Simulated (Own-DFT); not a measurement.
# What a defect does to the pressure of its cell: monoclinic HfO2

The numbers are computed, not measured, by runs of the plane-wave DFT program Own-DFT (in-house, retired, unreviewed) at fixed positions, with no spin and no spin-orbit coupling.

Settings: PBE; PseudoDojo norm-conserving scalar-relativistic files; cutoff 72 hartree; 2 x 2 x 2 k mesh centred on Gamma; Fermi-Dirac smearing of 0.1 eV.

Known weak points (not all hold for every row): a neutral cation vacancy leaves holes that likely carry spin, which these runs leave out; not probed for a lower state with spin; hafnium file: forces about 75 meV/angstrom off all-electron values; oxygen file: force components 24 meV/angstrom off all-electron in a glass; forces on such cells passed a denser k mesh, each cell not checked; stress not checked against mesh or cutoff.

All runs share one cell, with vectors in Å (10.234, 0.000, 0.000); (0.000, 10.350, 0.000); (-1.696, 0.000, 10.445) and a volume of 1106.4 Å³. The atoms are randomly displaced, by u rms on each axis. The defect's site can differ from row to row.

```
                                      cell     formula   u (Å)  P (GPa)
                                 no defect     Hf32O64  0.0217     3.85
                                 no defect     Hf32O64  0.0483     6.03
                                 no defect     Hf32O64  0.0527     6.42
                       one Si on a Hf site   Hf31O64Si  0.0280     2.44
                       one Si on a Hf site   Hf31O64Si  0.0299        ?
                       one Si on a Hf site   Hf31O64Si  0.0479     3.53
                       one Si on a Hf site   Hf31O64Si  0.0555     5.20
                            one Hf vacancy     Hf31O64  0.0305     4.30
                            one Hf vacancy     Hf31O64  0.0514     6.02
                            one Hf vacancy     Hf31O64  0.0516     5.73
                           two O vacancies     Hf32O62  0.0295     3.40
                           two O vacancies     Hf32O62  0.0299     3.79
                           two O vacancies     Hf32O62  0.0505     5.15
two Al on a Hf site each and one O vacancy  Al2Hf30O63  0.0289     1.79
two Al on a Hf site each and one O vacancy  Al2Hf30O63  0.0317     1.64
two Al on a Hf site each and one O vacancy  Al2Hf30O63  0.0500     3.70
```

## Analysis

P = P0 + c u² + a shift for each defect gives P0 = 3.43 GPa, c = 1079 ± 81 GPa/Å² and a scatter of 0.27 GPa. The shifts, and each times the cell's volume:

- one Hf vacancy: -0.32 ± 0.22 GPa, -2.2 eV (not resolved)
- two O vacancies: -0.87 ± 0.22 GPa, -6.0 eV (-3.0 eV for each of its 2 sites)
- one Si on a Hf site: -1.92 ± 0.22 GPa, -13.2 eV
- two Al on a Hf site each and one O vacancy: -2.61 ± 0.22 GPa, -18.0 eV

Against the defect-free cell, a freed cell would be larger where the shift is positive and smaller where it is negative (160.2 GPa Å³ is 1 eV). The atoms around the defects weren't relaxed, which would change these numbers.

## Check

The question: what pressure belongs in the blank (one Si on a Hf site, u = 0.0299 Å)?

The fit gives 2.47 ± 0.33 GPa. Computed: 2.36 GPa.
